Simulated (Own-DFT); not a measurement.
HfTi23O48 (rutile with substituted atoms, atoms displaced) (calculated)

A calculation, not a measurement: plane-wave PBE density functional theory by an unreviewed code, no spin, of a simulated periodic cell, stress positive in tension, free energy of the whole cell less one offset for each atom, defect cell not probed for a lower state with spin; hafnium file: forces about 75 meV/angstrom off all-electron values; oxygen file: force components 24 meV/angstrom off all-electron in one glass; forces on such cells passed a denser k mesh, this cell's mesh not checked; offsets are fitted by least squares, one for each functional and potential file, so energies compare only between cells with the same atoms and settings and are not formation energies; the far tail of each file's local potential was reset to the Coulomb form; each entry is a single point on an unrelaxed cell, so the pressure reflects the starting lattice, mostly measured values (interpolated for alloys), from which strain is counted, and rises with the displacements; printed positions are rounded, which can move forces by about a meV/angstrom; the program, named Own-DFT, is a retired in-house code; no spin-orbit coupling; before rounding, a Quantum ESPRESSO 7.3.1 run of the same cell and cutoff gave forces within 1 meV/angstrom rms on each cell, which checks the program and not the settings. Program: Own-DFT development build.

Common to all runs: functional PBE; potential files PseudoDojo norm-conserving, scalar-relativistic, standard set; wave cutoff 72 hartree; occupations Fermi-Dirac; smearing width 0.1 eV; k mesh 3 x 3 x 3 centred on Gamma.

(1) 
```xyz
72
Lattice="9.1874 0.0000 0.0000 0.0000 9.1874 0.0000 0.0000 0.0000 8.8761" Properties=species:S:1:pos:R:3:force_x:R:1:force_y:R:1:force_z:R:1 formula=HfTi23O48 free_energy_of_cell_above_offsets=-17.049 pressure=9.37 stress_xx=-8.85 stress_yy=-8.83 stress_zz=-10.42 stress_yz=-0.14 stress_xz=-0.42 stress_xy=-0.13
Ti     0.0471     9.1703     0.0182     -0.915     -0.466     -0.836
Ti     2.2487     2.2569     1.5199      0.714      1.182     -1.052
O      1.4247     1.3990     0.0089     -1.527     -1.358     -0.142
O      3.1279     3.1951     0.0251      0.359      0.176     -0.026
O      3.6627     0.8349     1.4997     -0.569      0.427     -1.153
O      0.9127     3.7461     1.5012     -0.137     -0.387     -0.153
Ti     0.0482     9.1319     2.9175     -0.946     -0.132      0.787
Ti     2.2126     2.3037     4.4804      1.914      0.274     -0.973
O      1.4137     1.4054     3.0717     -1.046     -1.317      -0.97
O      3.2118     3.0523     2.8813      0.658      1.186      1.163
O      3.7575     0.8991     4.4786     -3.302       2.99     -3.817
O      0.9284     3.6899     4.4208     -0.629      0.312      0.259
Ti     0.0043     0.0270     5.8712     -0.935     -0.657      0.304
Ti     2.2079     2.3138     7.3129      1.895      0.219      2.196
O      1.3159     1.4414     5.8952      0.138     -0.548      0.098
O      3.1793     3.1585     5.9640      0.416      0.611     -0.654
O      3.6322     0.9562     7.3880     -0.518      0.305      2.416
O      0.8681     3.6956     7.2944     -0.432       0.16      0.579
Ti     0.0332     4.6132     8.7709      0.237      0.218       1.08
Ti     2.3720     6.9318     1.4474      0.322     -1.699      0.837
O      1.3343     6.0495     8.7960      0.371     -0.745      0.938
O      3.1592     7.7849     8.8606      0.402      0.116       0.26
O      3.7342     5.4309     1.5095     -1.041      1.341     -0.312
O      0.8793     8.1443     1.5421     -0.575      1.595     -0.591
Ti     9.1516     4.6142     2.9093      1.092      0.352     -1.358
Ti     2.3779     6.9839     4.4899     -0.904     -0.622     -1.023
O      1.4043     6.0253     3.0130     -0.039     -0.198     -0.391
O      3.1466     7.8950     3.0565     -0.125     -0.683     -1.328
O      3.7096     5.4940     4.3505     -0.597      0.546      1.819
O      0.8811     8.2793     4.5178      0.132      0.163      -0.64
Ti     9.1547     4.5637     5.8154      0.903      0.651      0.837
Ti     2.2590     6.8894     7.3302      0.491     -0.605      0.295
O      1.4008     5.9896     5.8548      0.319     -0.092      0.326
O      3.2890     7.8870     5.8884     -3.267     -3.578      0.415
O      3.6488     5.4433     7.4008      0.407      0.501     -0.567
O      0.9247     8.1376     7.4052      -1.39      2.564      0.154
Ti     4.6020     0.0156     8.8609     -0.254     -0.625      0.061
Ti     6.8577     2.2684     1.4592     -0.507        0.7      1.298
O      5.9988     1.3363     8.8426      0.193      0.661     -0.155
O      7.7845     3.2016     8.8755      0.042     -0.202     -0.635
O      8.2653     0.9020     1.5740      1.282     -0.902     -0.716
O      5.5884     3.7407     1.4682     -0.308     -0.427     -0.268
Ti     4.5491     0.0451     2.9078      1.338     -0.504      1.269
Ti     6.9300     2.3062     4.4830     -0.102     -0.777     -1.927
O      5.9264     1.3969     2.8974      0.758      0.952      0.481
O      7.7500     3.1909     2.9513      0.209     -0.024      0.642
O      8.3618     0.9445     4.4148      -0.84     -0.025      0.258
O      5.4751     3.8250     4.4124      1.471     -1.811      1.729
Hf     4.6243     0.1144     5.8931      1.109     -1.577      1.676
Ti     6.8770     2.3233     7.4361      0.408     -0.435      0.322
O      6.0077     1.4408     5.9238      2.425      2.569      0.137
O      7.7088     3.1913     5.8890      0.855      1.201      0.321
O      8.2801     0.9571     7.3430      0.538     -0.662      0.921
O      5.4170     3.7463     7.4650       1.56      -1.12     -1.809
Ti     4.6330     4.5824     8.8702      -1.75     -0.354       1.88
Ti     6.8563     6.8235     1.4916      0.195      0.957      0.875
O      6.0680     5.9979     0.0255     -1.061     -0.803     -0.746
O      7.8223     7.7539     0.0259      0.463      0.736     -0.135
O      8.2399     5.3831     1.4937      0.006      0.722     -0.413
O      5.5237     8.3148     1.4974       -0.5     -0.227     -0.633
Ti     4.5710     4.5702     3.0558     -0.275      0.027     -3.397
Ti     6.9578     6.8439     4.5051     -0.822      2.483     -2.303
O      5.9465     6.0182     2.9711      0.242     -0.312      0.343
O      7.6970     7.7532     2.9915       1.45      0.612      0.206
O      8.3263     5.5484     4.4626     -0.273     -0.716     -0.157
O      5.5113     8.3716     4.4328      1.766     -2.176     -1.797
Ti     4.6629     4.7006     5.9048     -1.868     -0.832      1.028
Ti     6.8368     6.8113     7.3828      1.358      2.384      2.237
O      5.9784     6.0517     5.9829      -0.86     -1.204     -1.134
O      7.8475     7.7606     5.9230     -0.592      0.061      0.166
O      8.3339     5.5303     7.3641     -0.381     -0.591     -0.232
O      5.4643     8.2244     7.4184      0.853     -0.562       1.83
```

Units: free_energy_of_cell_above_offsets in eV; pressure, stress_xx, stress_yy, stress_zz, stress_yz, stress_xz, stress_xy in GPa; force_x, force_y, force_z in eV/Å.

(2) 
```xyz
72
Lattice="9.1874 0.0000 0.0000 0.0000 9.1874 0.0000 0.0000 0.0000 8.8761" Properties=species:S:1:pos:R:3:force_x:R:1:force_y:R:1:force_z:R:1 formula=HfTi23O48 free_energy_of_cell_above_offsets=-17.670 pressure=9.46 stress_xx=-8.83 stress_yy=-8.74 stress_zz=-10.82 stress_yz=1.37 stress_xz=0.08 stress_xy=-0.19
Ti     9.1707     9.0951     0.0101     -0.363      1.181     -0.539
Ti     2.3051     2.2755     1.4895      0.311      -0.65     -0.114
O      1.4218     1.3917     0.0351     -0.358      0.006     -0.685
O      3.1305     3.2142     0.0532      -0.97     -0.922      -0.98
O      3.6834     0.9550     1.4946     -0.127     -0.365     -0.573
O      0.9356     3.6794     1.5008     -1.062      1.051     -0.145
Ti     0.0517     0.0341     2.9163     -1.402      0.572      -0.04
Ti     2.2976     2.3376     4.4021     -0.177      0.061      0.433
O      1.3885     1.3689     2.8975      0.697      0.979       0.81
O      3.2310     3.1993     2.9959     -0.414     -0.193     -0.039
O      3.6401     0.9033     4.4054      -0.01      0.207      0.906
O      0.9435     3.6978     4.3975     -0.906      0.567     -0.189
Ti     9.1696     9.1743     5.8234     -0.112      0.286      0.916
Ti     2.2808     2.3457     7.4255     -0.943     -0.611       -0.3
O      1.3610     1.4411     5.9127      0.226     -0.019      0.302
O      3.1782     3.2835     5.9136     -0.317     -1.112       0.13
O      3.6093     0.7536     7.3933     -0.059      1.789     -0.567
O      0.8672     3.7280     7.3880      0.471      -0.26      0.583
Ti     0.0538     4.6743     0.0027     -1.264     -1.727     -1.067
Ti     2.2586     6.8343     1.4670      0.848      1.036       1.64
O      1.3598     5.9980     8.8414      0.749      0.334       1.05
O      3.1952     7.8494     8.8395     -1.093     -1.625      0.674
O      3.7097     5.5140     1.5522     -1.665      1.793      0.429
O      0.8267     8.3298     1.5193      2.002      -2.19     -1.516
Ti     9.1859     4.5626     2.9195       0.21     -0.132      1.011
Ti     2.2615     6.8915     4.4512      0.971      0.317      0.749
O      1.4129     5.9737     2.9006     -0.364      0.183     -0.199
O      3.2090     7.8104     3.0239     -1.488     -0.986     -0.811
O      3.6645     5.4742     4.3635     -0.027      0.333      0.693
O      0.8348     8.3622     4.3735      1.586     -2.003      1.324
Ti     9.1524     4.6580     5.8949      0.128      0.246        0.1
Ti     2.2947     6.8682     7.4649      0.745      1.522     -2.658
O      1.4031     5.9881     5.9538     -0.409      -0.32     -0.253
O      3.0991     7.7787     5.9154      0.454     -0.066     -0.189
O      3.7404     5.3686     7.4189     -3.518      3.751     -3.746
O      0.9002     8.2859     7.4166     -0.056     -0.206     -0.066
Ti     4.5989     9.1611     8.8408        1.2      0.777       0.95
Ti     6.9612     2.3908     1.5039     -2.126     -2.723      0.139
O      6.0002     1.4348     0.0930     -0.595     -0.653     -1.402
O      7.7656     3.1853     0.1447      1.289      1.517     -2.198
O      8.2740     0.8159     1.5196     -0.563      1.111     -1.018
O      5.3544     3.6576     1.4389      2.621     -1.608      3.529
Ti     4.5217     9.1832     2.9239      1.538      0.826     -0.737
Ti     6.9193     2.3463     4.5090     -0.497     -0.432     -2.047
O      5.9250     1.3918     2.9094      0.594       0.32      1.281
O      7.7309     3.1619     2.9583      1.539      1.513      1.114
O      8.3409     0.8526     4.3911     -1.487      1.516      0.995
O      5.5022     3.6819     4.4575      0.466     -0.041       0.18
Ti     4.5680     0.1854     5.8723     -0.527     -1.635     -0.093
Ti     6.9023     2.2630     7.3861      0.088     -0.465      2.191
O      6.0319     1.3974     5.8614     -0.601     -0.152       0.63
O      7.8868     3.1383     6.0071     -0.549      0.358     -0.949
O      8.2017     0.9225     7.3926      0.751     -0.666       0.17
O      5.4745     3.6613     7.4039      1.501      -1.22     -2.204
Hf     4.5807     4.5819     8.8671      1.097      0.017      0.944
Ti     6.9663     6.9027     1.4362     -0.579      1.349      1.225
O      5.9925     6.0919     8.8084     -0.094     -0.585      1.622
O      7.7649     7.7868     8.8055      0.298       0.28      0.535
O      8.2998     5.6000     1.4575      0.683     -1.191      0.038
O      5.3964     8.2904     1.4736      0.661     -0.648     -0.327
Ti     4.6128     4.6292     2.9171      0.444      -0.52      1.291
Ti     6.8276     6.9572     4.4280      0.281      0.796     -0.531
O      6.0479     5.9994     2.9626     -0.386     -0.388     -0.492
O      7.8162     7.8248     2.9590     -1.024     -0.982     -0.157
O      8.2966     5.4783     4.3878      0.147     -0.212      0.274
O      5.4605     8.3249     4.3865      0.225     -0.317      0.997
Ti     4.5916     4.5923     5.9067     -0.053     -0.178     -0.833
Ti     6.7562     6.8729     7.3797      0.842      0.919     -1.121
O      5.9714     6.0010     5.9031     -0.332     -0.488     -0.315
O      7.7320     7.7490     5.9477      0.885      0.775     -0.615
O      8.3074     5.5067     7.4114     -0.114     -0.338      0.061
O      5.4296     8.2604     7.3618      0.084      0.545     -0.204
```

Units: free_energy_of_cell_above_offsets in eV; pressure, stress_xx, stress_yy, stress_zz, stress_yz, stress_xz, stress_xy in GPa; force_x, force_y, force_z in eV/Å.

(3) 
```xyz
72
Lattice="9.1874 0.0000 0.0000 0.0000 9.1874 0.0000 0.0000 0.0000 8.8761" Properties=species:S:1:pos:R:3:force_x:R:1:force_y:R:1:force_z:R:1 formula=HfTi23O48 free_energy_of_cell_above_offsets=-11.081 pressure=13.76 stress_xx=-12.45 stress_yy=-11.91 stress_zz=-16.92 stress_yz=-0.52 stress_xz=-0.39 stress_xy=-0.87
Ti     9.0942     9.0880     8.7562     -0.203      1.183       1.04
Ti     2.2462     2.3088     1.4915      0.841     -0.296     -1.833
O      1.3280     1.4758     8.7887      0.841      0.076      0.627
O      3.2024     3.1185     0.0720      0.812      1.334     -1.049
O      3.7614     0.9321     1.5010     -1.972      0.869      2.945
O      0.8745     3.6949     1.4448      0.344      0.151      0.251
Ti     0.0367     0.0736     2.8393     -0.721      0.917      0.043
Ti     2.3611     2.1465     4.5481     -0.596      4.227     -8.353
O      1.4020     1.4409     2.8923     -0.004     -0.272      1.966
O      3.3090     3.2429     3.0298     -1.185     -0.413      0.391
O      3.7079     0.9914     4.4378      0.451     -1.131     -0.193
O      0.8806     3.6955     4.4677      0.445      -0.48     -0.135
Ti     9.1853     9.1615     5.8185     -1.594     -0.227      0.608
Ti     2.2365     2.2072     7.0653      1.867      1.645      14.48
O      1.4784     1.3979     5.9174     -4.876     -5.256     -4.023
O      2.9944     3.3150     5.9543      1.744      0.428     -2.015
O      3.6987     0.8389     7.4334     -1.808      2.193     -3.323
O      0.9225     3.6950     7.3105      0.127     -0.537      1.144
Ti     0.0366     4.5510     8.8752     -1.016     -0.116     -1.218
Ti     2.1875     6.9829     1.3857     -1.417     -1.269      2.028
O      1.3391     5.9684     8.8012      1.399      0.802       0.29
O      3.0098     7.8088     0.0135      1.681      0.677     -0.138
O      3.6676     5.4259     1.4897      -1.14      1.834     -1.325
O      0.9199     8.4348     1.4909      1.312     -1.593     -0.562
Ti     0.0137     4.6865     2.8511     -0.143     -0.438      3.148
Ti     2.2888     7.0340     4.4138     -0.176     -3.115      0.402
O      1.4829     6.1367     2.8623     -1.399     -1.285        0.7
O      3.1765     7.7682     2.9687      1.324       1.49     -1.079
O      3.6100     5.6294     4.4950       1.52     -1.448     -0.121
O      0.9153     8.2958     4.4144     -0.538      0.938      0.532
Ti     0.0267     4.5788     5.9691     -0.327       0.37     -2.449
Ti     2.3904     6.9481     7.4357     -2.079     -1.543     -2.559
O      1.4407     6.0111     5.9553     -0.118      0.759      0.231
O      3.1535     7.9515     5.8651     -0.736     -0.933      0.674
O      3.7344     5.4795     7.2744     -0.859       0.79      1.281
O      0.9112     8.3004     7.5076      0.992     -1.076     -2.506
Hf     4.6276     9.1592     0.0510     -2.368      1.899     -1.315
Ti     6.8911     2.2370     1.5124      0.373      0.705      0.546
O      6.0225     1.3552     0.0693      1.201       1.63     -0.451
O      7.7639     3.1746     8.7718      0.404      0.427      1.166
O      8.2735     0.8526     1.3894      -0.55      1.093      1.263
O      5.4038     3.6901     1.4819      0.957      0.233     -0.368
Ti     4.5818     9.0838     2.9368      0.143      1.292     -0.952
Ti     6.8658     2.3751     4.4117      -0.44      0.728      1.007
O      5.9630     1.4020     2.9095      0.668     -0.053     -0.241
O      7.8333     3.3567     2.9403     -0.749     -1.876     -1.007
O      8.3149     0.8287     4.4548      0.286      0.305      0.722
O      5.6381     3.7107     4.3524      -1.99      1.197      0.535
Ti     4.4975     9.1640     5.8466      2.818      1.226      2.365
Ti     6.7705     2.3349     7.4662      1.206     -0.639     -1.995
O      5.9368     1.4109     5.8274     -0.403     -0.792      0.712
O      7.6486     3.1574     5.9010      1.663      0.463      0.756
O      8.3818     0.9128     7.4354     -1.026     -0.127     -2.178
O      5.5656     3.7140     7.3850     -1.953      0.543     -0.194
Ti     4.4853     4.4906     0.0636      1.164     -0.149       0.06
Ti     6.9157     6.9721     1.6420      0.997     -0.204     -3.063
O      5.8902     6.0714     8.7116      0.131     -0.956      1.004
O      7.7651     7.7239     0.0477      0.559      0.782     -0.724
O      8.3833     5.6161     1.4875     -0.459     -0.428     -0.778
O      5.5022     8.3051     1.4517      1.789     -2.271      4.247
Ti     4.5504     4.7748     2.8851      0.104     -2.158      2.743
Ti     6.9391     6.9751     4.4983     -1.275      -3.19     -2.515
O      6.0150     6.1015     2.9070     -0.891     -0.897      0.559
O      7.9238     7.8849     2.9274     -1.302     -0.951      0.251
O      8.2942     5.4693     4.4230     -0.087      0.985     -0.388
O      5.4986     8.3401     4.3787     -0.067     -0.141       0.52
Ti     4.4275     4.4741     6.0030       2.82      1.825     -2.695
Ti     6.8760     6.8806     7.3133     -1.818     -1.852      3.638
O      6.0106     6.0822     5.8460     -1.132     -1.068     -0.019
O      7.7315     7.6266     5.8266      4.413      4.576      2.444
O      8.3007     5.4316     7.4248     -0.428      0.611      0.011
O      5.4138     8.2436     7.5398      2.445     -2.018     -5.566
```

Units: free_energy_of_cell_above_offsets in eV; pressure, stress_xx, stress_yy, stress_zz, stress_yz, stress_xz, stress_xy in GPa; force_x, force_y, force_z in eV/Å.
